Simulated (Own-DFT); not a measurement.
SiC (4H silicon carbide, atoms displaced) (calculated)

A calculation, not a measurement: plane-wave PBE density functional theory by an unreviewed code, no spin, of a simulated periodic cell, stress positive in tension, free energy of the whole cell less one offset for each atom, forces on such cells passed a denser k mesh, this cell's mesh not checked; offsets are fitted by least squares, one for each functional and potential file, so energies compare only between cells with the same atoms and settings and are not formation energies; the far tail of each file's local potential was reset to the Coulomb form; each entry is a single point on an unrelaxed cell, so the pressure reflects the starting lattice, mostly measured values (interpolated for alloys), from which strain is counted, and rises with the displacements; printed positions are rounded, which can move forces by about a meV/angstrom; the program, named Own-DFT, is a retired in-house code; no spin-orbit coupling. Program: Own-DFT development build.

Settings shared by all entries: functional PBE; potential files PseudoDojo norm-conserving, scalar-relativistic, standard set; wave cutoff 42 hartree; occupations Fermi-Dirac; smearing width 0.1 eV; hardware one NVIDIA H100; k mesh 4 x 4 x 3 centred on Gamma.

```yaml
- entry: 1
  formula: SiC
  kind: "4H silicon carbide, atoms displaced"
  structure:
    cell_angstrom: [[9.2481, 0.0, 0.0], [-4.6241, 8.0091, 0.0], [0.0, 0.0, 10.0681]]
    atoms_fractional:
      - [Si, 0.98725, 0.99387, 0.40478]
      - [Si, 0.10449, 0.21874, 0.14944]
      - [C, 0.99894, 0.98734, 0.09136]
      - [C, 0.09408, 0.22166, 0.34882]
      - [Si, 0.99937, 0.33735, 0.41467]
      - [Si, 0.10985, 0.54947, 0.1538]
      - [C, 0.00908, 0.34513, 0.08491]
      - [C, 0.11138, 0.54799, 0.3516]
      - [Si, 0.99011, 0.66353, 0.40707]
      - [Si, 0.12254, 0.89403, 0.16576]
      - [C, 0.98747, 0.65633, 0.08611]
      - [C, 0.10622, 0.87865, 0.35243]
      - [Si, 0.32859, 0.98535, 0.40715]
      - [Si, 0.45809, 0.23217, 0.14383]
      - [C, 0.33718, 0.99885, 0.09558]
      - [C, 0.45161, 0.222, 0.35017]
      - [Si, 0.31704, 0.33084, 0.41541]
      - [Si, 0.44819, 0.55755, 0.15387]
      - [C, 0.3363, 0.33253, 0.09754]
      - [C, 0.44134, 0.55131, 0.34396]
      - [Si, 0.32968, 0.64871, 0.39749]
      - [Si, 0.443, 0.88045, 0.15367]
      - [C, 0.33412, 0.6612, 0.09288]
      - [C, 0.44543, 0.88276, 0.33631]
      - [Si, 0.65485, 0.99374, 0.40403]
      - [Si, 0.78958, 0.21677, 0.16022]
      - [C, 0.68599, 0.01132, 0.10482]
      - [C, 0.78619, 0.22858, 0.33897]
      - [Si, 0.66776, 0.34336, 0.40454]
      - [Si, 0.76399, 0.55265, 0.15101]
      - [C, 0.67007, 0.34509, 0.10005]
      - [C, 0.777, 0.55297, 0.34429]
      - [Si, 0.65909, 0.66594, 0.41123]
      - [Si, 0.78884, 0.88793, 0.1537]
      - [C, 0.66017, 0.66874, 0.09769]
      - [C, 0.77723, 0.89001, 0.34178]
      - [Si, 0.99474, 0.99632, 0.91206]
      - [Si, 0.88069, 0.77939, 0.65433]
      - [C, 0.99291, 0.98858, 0.60351]
      - [C, 0.87895, 0.77221, 0.84608]
      - [Si, 0.99832, 0.66483, 0.90642]
      - [Si, 0.87364, 0.43414, 0.65515]
      - [C, 0.00485, 0.66625, 0.5894]
      - [C, 0.8889, 0.44779, 0.83815]
      - [Si, 0.99669, 0.33373, 0.91115]
      - [Si, 0.90012, 0.12315, 0.65723]
      - [C, 0.00335, 0.33699, 0.58761]
      - [C, 0.89227, 0.12463, 0.844]
      - [Si, 0.67427, 0.0139, 0.89887]
      - [Si, 0.54254, 0.76667, 0.65908]
      - [C, 0.66448, 0.99071, 0.60439]
      - [C, 0.56662, 0.7808, 0.84309]
      - [Si, 0.66559, 0.6515, 0.90345]
      - [Si, 0.55898, 0.4517, 0.66097]
      - [C, 0.66173, 0.67426, 0.59358]
      - [C, 0.55158, 0.45124, 0.83979]
      - [Si, 0.66722, 0.34539, 0.90772]
      - [Si, 0.56395, 0.11542, 0.65006]
      - [C, 0.6831, 0.33822, 0.59371]
      - [C, 0.54608, 0.11563, 0.84247]
      - [Si, 0.31395, 0.97801, 0.90743]
      - [Si, 0.22929, 0.77561, 0.64433]
      - [C, 0.33575, 0.00787, 0.60321]
      - [C, 0.2242, 0.78215, 0.83852]
      - [Si, 0.33085, 0.67779, 0.89933]
      - [Si, 0.23099, 0.4367, 0.659]
      - [C, 0.34243, 0.66975, 0.5945]
      - [C, 0.21711, 0.44124, 0.83876]
      - [Si, 0.33058, 0.32564, 0.92498]
      - [Si, 0.2117, 0.11815, 0.66381]
      - [C, 0.32945, 0.33278, 0.60059]
      - [C, 0.20968, 0.09, 0.83992]
  results:
    "free_energy_of_cell_above_offsets [eV]": "-2.782"
    "pressure [GPa]": 6.38
    "stress_xx [GPa]": -5.31
    "stress_yy [GPa]": -6.76
    "stress_zz [GPa]": -7.08
    "stress_yz [GPa]": -1.35
    "stress_xz [GPa]": -0.63
    "stress_xy [GPa]": -1.62
    force_element: [Si, Si, C, C, Si, Si, C, C, Si, Si, C, C, Si, Si, C, C, Si, Si, C, C, Si, Si, C, C, Si, Si, C, C, Si, Si, C, C, Si, Si, C, C, Si, Si, C, C, Si, Si, C, C, Si, Si, C, C, Si, Si, C, C, Si, Si, C, C, Si, Si, C, C, Si, Si, C, C, Si, Si, C, C, Si, Si, C, C]
    "force_x [eV/angstrom]": [1.508, 0.584, 0.838, 2.514, -1.076, -0.793, 0.071, -1.393, 1.824, -0.8, 1.275, -0.705, 0.172, -1.091, 0.001, -2.426, 2.396, -1.052, -0.678, 1.104, -1.282, 1.049, -0.895, -1.259, 1.913, -1.68, -1.284, -1.363, 1.486, 1.834, 1.929, -1.638, 1.181, -2.256, 1.322, -0.804, -0.425, 1.81, -0.571, 1.315, -0.163, 5.83, -1.574, -0.285, 0.222, -1.11, 0.301, 1.225, -0.932, 2.045, -0.028, -1.549, -2.252, 0.41, 1.029, 0.133, 0.766, -1.2, -5.928, 0.904, 1.322, -1.63, 0.133, -0.843, 2.737, -4.175, -1.72, 0.672, -1.084, 2.381, 2.331, -0.627]
    "force_y [eV/angstrom]": [0.765, 0.121, 2.061, -0.942, -0.98, 1.974, -2.724, 1.246, -0.948, -1.942, 1.344, 1.757, 2.414, -2.583, 0.147, -0.78, -1.027, -0.653, -0.063, -1.115, 3.089, 1.55, 0.53, -1.287, 1.614, 3.045, -3.081, -0.587, -2.167, 2.204, -2.177, 1.617, 0.184, -0.188, -0.282, -1.398, -0.279, -1.881, 3.354, 0.461, 0.322, 4.184, -0.494, -0.595, 1.562, -1.958, -0.087, -1.391, -1.309, 2.94, 1.403, -0.18, 4.014, -0.945, -1.843, -3.144, -1.738, -0.802, -1.968, 0.115, 4.546, 1.048, -0.699, -3.147, -2.086, 2.537, -2.642, 0.339, 0.212, -2.447, -0.45, 2.309]
    "force_z [eV/angstrom]": [1.541, 1.614, 1.257, -1.216, -2.281, 1.225, 2.214, -2.134, 0.221, -1.118, 2.371, -1.353, 0.933, 3.689, -0.524, -1.083, -1.924, 0.922, 1.556, -0.451, 1.898, -0.168, -0.769, 1.262, 0.824, -0.205, -3.017, 2.178, 0.196, 2.021, -2.612, -0.671, -1.429, 0.972, -1.55, 0.206, -2.339, 1.32, -2.217, -0.41, -1.619, 1.1, 1.077, 1.324, -3.282, -0.243, 3.142, 0.307, 1.138, 1.042, -2.11, 0.998, 1.484, -1.849, 0.05, 1.516, -0.496, 1.476, -1.906, 0.832, -0.052, 1.493, -2.071, -0.736, 0.596, 0.213, -1.798, 2.417, -5.596, -1.411, -1.106, 3.121]
    "wall_time [s]": 353.9
- entry: 2
  formula: SiC
  kind: "4H silicon carbide, atoms displaced"
  structure:
    cell_angstrom: [[9.2481, 0.0, 0.0], [-4.6241, 8.0091, 0.0], [0.0, 0.0, 10.0681]]
    atoms_fractional:
      - [Si, 0.00057, 0.01154, 0.412]
      - [Si, 0.11113, 0.22205, 0.15952]
      - [C, 0.00226, 0.01571, 0.09511]
      - [C, 0.11286, 0.22739, 0.33968]
      - [Si, 0.00671, 0.32321, 0.40571]
      - [Si, 0.10266, 0.55129, 0.15471]
      - [C, 0.00204, 0.33787, 0.09964]
      - [C, 0.10296, 0.54472, 0.35086]
      - [Si, 0.99745, 0.66634, 0.3926]
      - [Si, 0.10557, 0.89454, 0.16312]
      - [C, 0.00588, 0.66886, 0.10438]
      - [C, 0.11871, 0.89184, 0.35091]
      - [Si, 0.33868, 0.00061, 0.40076]
      - [Si, 0.45235, 0.21223, 0.15913]
      - [C, 0.34011, 0.00016, 0.0886]
      - [C, 0.44058, 0.20494, 0.34903]
      - [Si, 0.34255, 0.33753, 0.41115]
      - [Si, 0.44291, 0.56157, 0.15174]
      - [C, 0.33221, 0.32884, 0.09118]
      - [C, 0.44519, 0.55792, 0.33857]
      - [Si, 0.33418, 0.66085, 0.40534]
      - [Si, 0.45804, 0.89481, 0.15441]
      - [C, 0.34097, 0.66845, 0.08917]
      - [C, 0.44589, 0.89317, 0.34064]
      - [Si, 0.67025, 2.0e-05, 0.40527]
      - [Si, 0.79485, 0.22403, 0.15509]
      - [C, 0.6726, 0.00405, 0.08657]
      - [C, 0.78923, 0.22089, 0.34351]
      - [Si, 0.65803, 0.33261, 0.4134]
      - [Si, 0.77004, 0.54861, 0.15496]
      - [C, 0.67769, 0.33095, 0.09766]
      - [C, 0.7681, 0.55529, 0.36083]
      - [Si, 0.66398, 0.66516, 0.40244]
      - [Si, 0.77497, 0.89986, 0.17]
      - [C, 0.65136, 0.65513, 0.08846]
      - [C, 0.76754, 0.88095, 0.34285]
      - [Si, 0.00718, 0.01081, 0.91039]
      - [Si, 0.88114, 0.77767, 0.66292]
      - [C, 0.98663, 0.00258, 0.59119]
      - [C, 0.88563, 0.77689, 0.85311]
      - [Si, 0.99488, 0.6682, 0.904]
      - [Si, 0.89031, 0.44296, 0.65504]
      - [C, 0.99778, 0.66946, 0.58875]
      - [C, 0.89841, 0.45554, 0.84669]
      - [Si, 0.01065, 0.33483, 0.90244]
      - [Si, 0.89568, 0.11449, 0.65107]
      - [C, 0.00807, 0.33216, 0.59547]
      - [C, 0.8757, 0.10121, 0.83905]
      - [Si, 0.67191, 0.00205, 0.90951]
      - [Si, 0.54786, 0.77151, 0.65985]
      - [C, 0.67154, 0.00865, 0.60349]
      - [C, 0.55323, 0.76684, 0.84725]
      - [Si, 0.68204, 0.67785, 0.90442]
      - [Si, 0.56554, 0.44582, 0.66337]
      - [C, 0.66509, 0.67092, 0.59825]
      - [C, 0.55213, 0.43928, 0.84047]
      - [Si, 0.65653, 0.33201, 0.90488]
      - [Si, 0.55467, 0.10719, 0.65874]
      - [C, 0.66741, 0.3284, 0.60178]
      - [C, 0.55301, 0.09592, 0.84097]
      - [Si, 0.32551, 0.00737, 0.90564]
      - [Si, 0.22306, 0.78006, 0.65581]
      - [C, 0.34741, 0.01201, 0.59369]
      - [C, 0.22952, 0.78347, 0.84959]
      - [Si, 0.33332, 0.66533, 0.90522]
      - [Si, 0.21985, 0.44062, 0.65471]
      - [C, 0.3347, 0.6591, 0.58076]
      - [C, 0.22779, 0.45317, 0.84066]
      - [Si, 0.33357, 0.34455, 0.9005]
      - [Si, 0.21549, 0.10653, 0.64897]
      - [C, 0.32131, 0.32486, 0.59229]
      - [C, 0.22288, 0.11488, 0.84114]
  results:
    "free_energy_of_cell_above_offsets [eV]": "-5.027"
    "pressure [GPa]": 5.63
    "stress_xx [GPa]": -6.2
    "stress_yy [GPa]": -4.99
    "stress_zz [GPa]": -5.68
    "stress_yz [GPa]": 0.51
    "stress_xz [GPa]": 0.57
    "stress_xy [GPa]": 0.5
    force_element: [Si, Si, C, C, Si, Si, C, C, Si, Si, C, C, Si, Si, C, C, Si, Si, C, C, Si, Si, C, C, Si, Si, C, C, Si, Si, C, C, Si, Si, C, C, Si, Si, C, C, Si, Si, C, C, Si, Si, C, C, Si, Si, C, C, Si, Si, C, C, Si, Si, C, C, Si, Si, C, C, Si, Si, C, C, Si, Si, C, C]
    "force_x [eV/angstrom]": [0.854, 0.791, 0.065, 2.513, -2.636, 2.445, 2.219, 0.706, 0.314, 1.717, -2.677, -2.174, -0.059, -1.365, -1.138, -0.675, -0.743, 0.471, 0.284, 0.554, -1.42, -1.777, -2.223, 1.297, -1.37, -2.763, 0.314, -1.511, 2.287, -0.008, -1.13, 1.502, -1.149, 1.327, 2.704, 1.405, -1.156, 1.096, 3.325, 2.238, 2.323, 0.431, 0.119, -0.584, -2.365, -2.934, -1.595, 3.125, -1.438, 0.429, 0.385, -0.244, -3.816, -1.597, 0.111, -0.032, 2.798, 0.705, -0.174, -1.633, 3.06, 0.146, -2.178, -1.576, 0.154, 0.724, -0.877, -0.43, 1.299, 0.65, 1.831, -1.273]
    "force_y [eV/angstrom]": [-1.906, 2.234, -2.973, -1.23, 2.159, 1.363, -0.401, 1.12, -0.402, 0.19, 0.639, 0.368, -2.302, 1.432, -0.441, 4.541, -0.808, -2.556, 0.535, -0.857, 0.911, -1.014, 0.291, -1.181, 0.376, -0.633, 0.372, -0.087, -0.738, 1.019, -0.433, -0.935, 0.331, -1.691, 2.234, 1.476, -0.867, 0.056, -1.591, 2.658, 0.607, 0.939, 0.152, -2.366, -0.385, 0.378, -0.01, 2.381, -1.91, 1.302, -1.953, 1.507, -3.109, -0.259, -1.084, 1.474, -1.147, 0.86, 0.526, 2.183, -1.103, -0.098, -2.385, -0.534, 1.487, 1.135, 0.81, -1.039, -1.493, -0.03, 1.245, 0.658]
    "force_z [eV/angstrom]": [-1.816, -0.956, 0.565, 1.151, 1.051, 1.57, -2.553, -1.572, 2.907, -0.839, -1.505, -0.917, 2.495, -0.701, 1.251, -1.325, -1.591, 0.205, 0.41, 0.58, -1.957, -0.67, 0.799, 0.192, 1.5, 0.714, 2.356, 0.325, -0.137, 0.918, -0.608, -3.181, 1.931, -4.397, 0.839, 2.065, -0.686, -1.333, 0.595, -1.644, 1.552, 0.221, 0.645, -0.596, 0.719, 2.047, -0.567, 0.466, -1.765, -0.215, -2.396, -0.455, 1.403, -2.109, -0.776, 1.489, 0.358, 0.557, -0.905, 1.441, -0.071, -0.411, -0.909, -1.157, 0.613, -0.419, 3.51, -0.376, 1.353, 0.778, 0.564, -0.617]
    "wall_time [s]": 361.9
- entry: 3
  formula: SiC
  kind: "4H silicon carbide, atoms displaced"
  structure:
    cell_angstrom: [[9.2481, 0.0, 0.0], [-4.6241, 8.0091, 0.0], [0.0, 0.0, 10.0681]]
    atoms_fractional:
      - [Si, 0.01163, 0.00653, 0.40772]
      - [Si, 0.12039, 0.23036, 0.15639]
      - [C, 0.9981, 0.00211, 0.0845]
      - [C, 0.10394, 0.21961, 0.34626]
      - [Si, 0.99619, 0.32461, 0.40796]
      - [Si, 0.12685, 0.57267, 0.15856]
      - [C, 0.99509, 0.33032, 0.09469]
      - [C, 0.10768, 0.55272, 0.33964]
      - [Si, 0.00455, 0.66572, 0.41395]
      - [Si, 0.12363, 0.89783, 0.14965]
      - [C, 0.99631, 0.66723, 0.08691]
      - [C, 0.1142, 0.89227, 0.33619]
      - [Si, 0.34853, 0.01147, 0.409]
      - [Si, 0.45103, 0.21644, 0.14605]
      - [C, 0.33002, 0.99865, 0.09325]
      - [C, 0.45294, 0.22672, 0.33941]
      - [Si, 0.32597, 0.33181, 0.40968]
      - [Si, 0.43539, 0.55426, 0.16324]
      - [C, 0.3385, 0.33518, 0.09644]
      - [C, 0.43676, 0.55744, 0.34614]
      - [Si, 0.33905, 0.6633, 0.40656]
      - [Si, 0.44363, 0.87771, 0.15447]
      - [C, 0.33696, 0.66969, 0.09357]
      - [C, 0.45735, 0.89911, 0.34632]
      - [Si, 0.67757, 0.01272, 0.40583]
      - [Si, 0.7743, 0.22548, 0.15084]
      - [C, 0.66319, 0.99627, 0.09098]
      - [C, 0.76787, 0.21428, 0.34558]
      - [Si, 0.6715, 0.34712, 0.40252]
      - [Si, 0.78526, 0.55993, 0.15921]
      - [C, 0.68142, 0.33752, 0.0965]
      - [C, 0.76986, 0.55115, 0.347]
      - [Si, 0.66276, 0.66235, 0.40609]
      - [Si, 0.77634, 0.88392, 0.15781]
      - [C, 0.66848, 0.67855, 0.10072]
      - [C, 0.77691, 0.87402, 0.34194]
      - [Si, 0.99164, 0.99152, 0.9082]
      - [Si, 0.89343, 0.78303, 0.65874]
      - [C, 0.99305, 0.98353, 0.60554]
      - [C, 0.88121, 0.7595, 0.84719]
      - [Si, 0.99052, 0.66958, 0.90109]
      - [Si, 0.87728, 0.44556, 0.66208]
      - [C, 0.00746, 0.66612, 0.60222]
      - [C, 0.89474, 0.4524, 0.83992]
      - [Si, 0.98722, 0.33213, 0.8947]
      - [Si, 0.89195, 0.12152, 0.65206]
      - [C, 0.00666, 0.32431, 0.5948]
      - [C, 0.88867, 0.11478, 0.85186]
      - [Si, 0.66436, 0.00758, 0.91976]
      - [Si, 0.55948, 0.7826, 0.65486]
      - [C, 0.66719, 0.99614, 0.58379]
      - [C, 0.55997, 0.78451, 0.84668]
      - [Si, 0.67178, 0.67484, 0.90745]
      - [Si, 0.5406, 0.4414, 0.65508]
      - [C, 0.66354, 0.65599, 0.59276]
      - [C, 0.56267, 0.4477, 0.84188]
      - [Si, 0.66038, 0.32103, 0.90384]
      - [Si, 0.56869, 0.11564, 0.65659]
      - [C, 0.67266, 0.34904, 0.61209]
      - [C, 0.55161, 0.10568, 0.84963]
      - [Si, 0.34024, 0.99905, 0.90318]
      - [Si, 0.22379, 0.76755, 0.65996]
      - [C, 0.33475, 0.99584, 0.59633]
      - [C, 0.22864, 0.77617, 0.83471]
      - [Si, 0.33549, 0.66046, 0.90173]
      - [Si, 0.2163, 0.44601, 0.65515]
      - [C, 0.34733, 0.68164, 0.59732]
      - [C, 0.22036, 0.45056, 0.84414]
      - [Si, 0.31987, 0.33601, 0.89593]
      - [Si, 0.22632, 0.12172, 0.65953]
      - [C, 0.34348, 0.33744, 0.60059]
      - [C, 0.22158, 0.10864, 0.83114]
  results:
    "free_energy_of_cell_above_offsets [eV]": "-2.881"
    "pressure [GPa]": 6.54
    "stress_xx [GPa]": -5.51
    "stress_yy [GPa]": -7.59
    "stress_zz [GPa]": -6.52
    "stress_yz [GPa]": 0.98
    "stress_xz [GPa]": -0.49
    "stress_xy [GPa]": -0.29
    force_element: [Si, Si, C, C, Si, Si, C, C, Si, Si, C, C, Si, Si, C, C, Si, Si, C, C, Si, Si, C, C, Si, Si, C, C, Si, Si, C, C, Si, Si, C, C, Si, Si, C, C, Si, Si, C, C, Si, Si, C, C, Si, Si, C, C, Si, Si, C, C, Si, Si, C, C, Si, Si, C, C, Si, Si, C, C, Si, Si, C, C]
    "force_x [eV/angstrom]": [-1.049, -1.607, 0.964, 1.366, -1.413, -2.714, 1.019, 0.838, -0.734, -3.449, 1.621, 1.096, -0.849, -0.771, 2.803, -1.429, 1.509, 2.137, -0.092, 2.177, -2.915, -0.432, 0.178, -0.571, 0.321, 2.932, 0.076, 0.828, 0.478, -1.278, -3.344, 1.688, -0.161, 0.338, 0.325, -0.351, 0.82, -0.187, -0.117, -2.438, 4.84, 3.209, -1.019, -1.409, 2.085, 0.512, -2.305, -0.621, 1.508, 1.641, 0.558, 0.182, -1.237, 4.872, -0.511, -2.045, -0.039, -1.877, -1.545, 1.347, -2.546, -0.615, -0.038, -1.0, -0.694, 2.222, -0.711, -1.008, 3.314, 0.908, -5.104, -0.484]
    "force_y [eV/angstrom]": [-3.1, -1.475, 0.222, 0.412, 1.31, -2.96, 1.614, 0.193, 0.864, -1.811, 1.121, -0.007, -1.561, 1.736, 0.126, 0.448, 0.11, 0.253, 0.023, -1.773, 2.714, 3.04, -1.174, -1.888, -4.108, -1.692, 0.55, 3.791, -3.505, 0.268, 0.418, 2.593, 0.106, 2.577, -3.77, 3.219, 1.035, -4.616, 5.898, 4.298, -1.401, 1.394, -0.353, -1.446, 1.0, -4.622, 2.75, -1.252, -1.326, -0.288, 1.819, 0.005, -2.05, 2.572, 2.012, -0.489, 3.05, -0.628, -3.192, 0.737, -1.019, 2.59, 1.392, -0.034, 2.277, 1.472, -3.379, -1.507, -0.895, -3.098, -1.686, 0.094]
    "force_z [eV/angstrom]": [0.214, -1.003, 2.734, -0.191, -0.947, -1.494, -0.562, 2.129, -1.157, 0.69, 0.948, 1.633, -0.339, 1.672, -1.676, 0.513, -0.712, -1.367, -1.14, 0.07, 0.951, 1.416, -1.063, -0.876, -1.017, 1.929, 3.009, -0.782, 1.954, -0.353, -1.868, -0.778, 0.523, 0.304, -1.391, 0.829, -1.896, 0.662, -2.771, -1.758, 1.489, -0.602, -1.279, 0.99, 3.186, 2.094, -1.265, -2.157, -3.472, 0.786, 2.375, -0.48, 0.827, 2.555, 0.09, 1.061, 0.421, -0.161, -3.662, -1.305, -0.283, -1.649, -0.064, 3.562, 0.722, 0.51, -1.452, -1.171, 1.771, -2.403, -2.7, 4.628]
    "wall_time [s]": 361.3
- entry: 4
  formula: SiC
  kind: "4H silicon carbide, atoms displaced"
  structure:
    cell_angstrom: [[9.2481, 0.0, 0.0], [-4.6241, 8.0091, 0.0], [0.0, 0.0, 10.0681]]
    atoms_fractional:
      - [Si, 0.99468, 0.98916, 0.40297]
      - [Si, 0.11314, 0.22519, 0.16038]
      - [C, 0.00756, 0.9997, 0.09245]
      - [C, 0.11002, 0.23274, 0.35543]
      - [Si, 0.98597, 0.32635, 0.41058]
      - [Si, 0.10501, 0.54977, 0.15366]
      - [C, 0.99424, 0.31724, 0.09196]
      - [C, 0.10902, 0.56079, 0.34079]
      - [Si, 0.00071, 0.66635, 0.40169]
      - [Si, 0.11054, 0.8993, 0.15327]
      - [C, 0.99569, 0.65875, 0.0877]
      - [C, 0.10772, 0.88187, 0.33374]
      - [Si, 0.33878, 0.99402, 0.41417]
      - [Si, 0.44263, 0.22471, 0.15184]
      - [C, 0.32026, 0.9903, 0.09111]
      - [C, 0.43116, 0.21061, 0.34764]
      - [Si, 0.32859, 0.32293, 0.41284]
      - [Si, 0.44266, 0.55581, 0.14907]
      - [C, 0.34032, 0.34018, 0.09639]
      - [C, 0.44058, 0.5471, 0.34308]
      - [Si, 0.3297, 0.65704, 0.4155]
      - [Si, 0.4415, 0.89618, 0.15264]
      - [C, 0.34873, 0.68468, 0.09121]
      - [C, 0.45215, 0.8828, 0.35394]
      - [Si, 0.67103, 0.0009, 0.41164]
      - [Si, 0.7849, 0.23187, 0.16599]
      - [C, 0.67005, 0.00582, 0.0919]
      - [C, 0.7742, 0.22553, 0.3516]
      - [Si, 0.66138, 0.33476, 0.40596]
      - [Si, 0.7719, 0.55121, 0.15617]
      - [C, 0.66333, 0.34571, 0.09104]
      - [C, 0.78181, 0.55658, 0.34226]
      - [Si, 0.67146, 0.67222, 0.40573]
      - [Si, 0.78239, 0.88248, 0.15989]
      - [C, 0.66314, 0.66162, 0.09149]
      - [C, 0.77207, 0.88474, 0.33647]
      - [Si, 0.99614, 0.99976, 0.90191]
      - [Si, 0.8853, 0.79098, 0.66252]
      - [C, 0.998, 0.99141, 0.59969]
      - [C, 0.8941, 0.7711, 0.84142]
      - [Si, 0.99747, 0.674, 0.90558]
      - [Si, 0.88755, 0.43138, 0.64722]
      - [C, 0.02137, 0.67451, 0.59715]
      - [C, 0.89861, 0.43874, 0.83673]
      - [Si, 0.99769, 0.33067, 0.9144]
      - [Si, 0.88832, 0.10287, 0.65176]
      - [C, 0.00828, 0.33748, 0.58997]
      - [C, 0.8943, 0.111, 0.84477]
      - [Si, 0.6645, 0.99458, 0.8924]
      - [Si, 0.54799, 0.76855, 0.65095]
      - [C, 0.65861, 0.99461, 0.58984]
      - [C, 0.55451, 0.7834, 0.83929]
      - [Si, 0.66604, 0.66577, 0.89694]
      - [Si, 0.55243, 0.45201, 0.66192]
      - [C, 0.65802, 0.66794, 0.60034]
      - [C, 0.55595, 0.44325, 0.84713]
      - [Si, 0.66108, 0.34313, 0.90343]
      - [Si, 0.54795, 0.11315, 0.65054]
      - [C, 0.66987, 0.32825, 0.60725]
      - [C, 0.56409, 0.11809, 0.84212]
      - [Si, 0.33983, 0.01727, 0.90529]
      - [Si, 0.21454, 0.78524, 0.6559]
      - [C, 0.336, 0.99223, 0.58762]
      - [C, 0.21713, 0.78573, 0.84315]
      - [Si, 0.33205, 0.67114, 0.91167]
      - [Si, 0.22525, 0.44879, 0.66326]
      - [C, 0.33788, 0.66745, 0.5977]
      - [C, 0.22092, 0.43689, 0.85317]
      - [Si, 0.34614, 0.33989, 0.91564]
      - [Si, 0.21323, 0.11764, 0.6558]
      - [C, 0.33795, 0.34659, 0.5892]
      - [C, 0.23223, 0.11145, 0.84635]
  results:
    "free_energy_of_cell_above_offsets [eV]": "-3.795"
    "pressure [GPa]": 6.06
    "stress_xx [GPa]": -6.6
    "stress_yy [GPa]": -4.92
    "stress_zz [GPa]": -6.67
    "stress_yz [GPa]": 0.34
    "stress_xz [GPa]": -1.36
    "stress_xy [GPa]": 0.58
    force_element: [Si, Si, C, C, Si, Si, C, C, Si, Si, C, C, Si, Si, C, C, Si, Si, C, C, Si, Si, C, C, Si, Si, C, C, Si, Si, C, C, Si, Si, C, C, Si, Si, C, C, Si, Si, C, C, Si, Si, C, C, Si, Si, C, C, Si, Si, C, C, Si, Si, C, C, Si, Si, C, C, Si, Si, C, C, Si, Si, C, C]
    "force_x [eV/angstrom]": [0.397, 0.655, -2.639, 0.456, 1.727, 0.976, -0.177, 1.049, 0.323, 1.708, -0.825, 0.128, -0.664, 0.462, 1.114, 1.405, -0.422, 0.089, -1.235, 0.421, 0.1, 2.015, -1.304, -1.542, -0.857, -1.433, 0.052, -0.313, -0.474, 0.546, 1.279, -1.152, -1.014, -1.783, 0.456, 0.982, 1.936, 2.137, -0.763, -3.823, 3.457, 0.718, -6.517, -2.402, 0.324, -1.484, 0.013, -0.909, 0.128, -1.001, 1.324, 0.568, -0.206, 1.557, 2.939, -1.661, 5.011, 1.645, -2.588, -1.445, 2.722, 4.893, -2.444, 1.358, -0.641, -0.519, -2.289, 0.292, -2.302, 3.099, 0.08, -3.711]
    "force_y [eV/angstrom]": [1.239, -0.706, 1.127, -2.726, 2.633, 1.08, 2.399, -1.723, 0.465, -3.43, 0.923, 1.301, -0.828, -1.17, 2.969, 0.826, 1.898, 1.623, -1.273, 0.395, 0.446, 0.294, -3.019, 0.286, -0.521, -1.938, -0.14, -0.843, -0.168, 2.023, -2.739, -0.276, -2.065, 0.904, 0.955, 0.957, -0.205, -4.466, 2.303, 2.016, -2.838, 2.876, -3.43, 1.216, -0.274, 1.618, -1.799, -0.301, 2.443, 2.625, 0.567, -2.353, 1.173, -1.613, 0.158, 1.705, -1.765, -1.301, 1.885, -0.234, -3.605, 0.297, 2.077, 0.297, 0.143, 0.1, -0.792, 1.216, -1.362, 0.16, -1.826, 2.113]
    "force_z [eV/angstrom]": [-0.032, 0.392, -0.482, -1.696, -0.66, -0.14, 1.811, 0.388, 1.209, 0.062, 1.089, 2.16, -3.398, 1.541, -0.138, -0.623, -2.048, 2.132, 0.06, 0.172, -1.956, 1.679, 0.666, -1.567, -1.768, -2.116, 0.157, -0.65, 1.092, -0.356, 0.38, 0.894, -0.122, -3.011, -0.593, 2.805, 1.143, -0.676, -2.457, 0.22, -0.162, 2.452, -2.995, 1.126, -2.227, 0.891, 0.917, -1.288, 2.814, 1.413, 1.58, -0.389, 1.885, -0.781, -1.545, -1.329, 0.234, 1.735, -3.198, -0.198, 0.214, 2.334, 2.163, 0.452, -1.888, -0.146, 0.27, -0.273, -1.447, 0.519, 2.523, -1.218]
    "wall_time [s]": 367.5
```
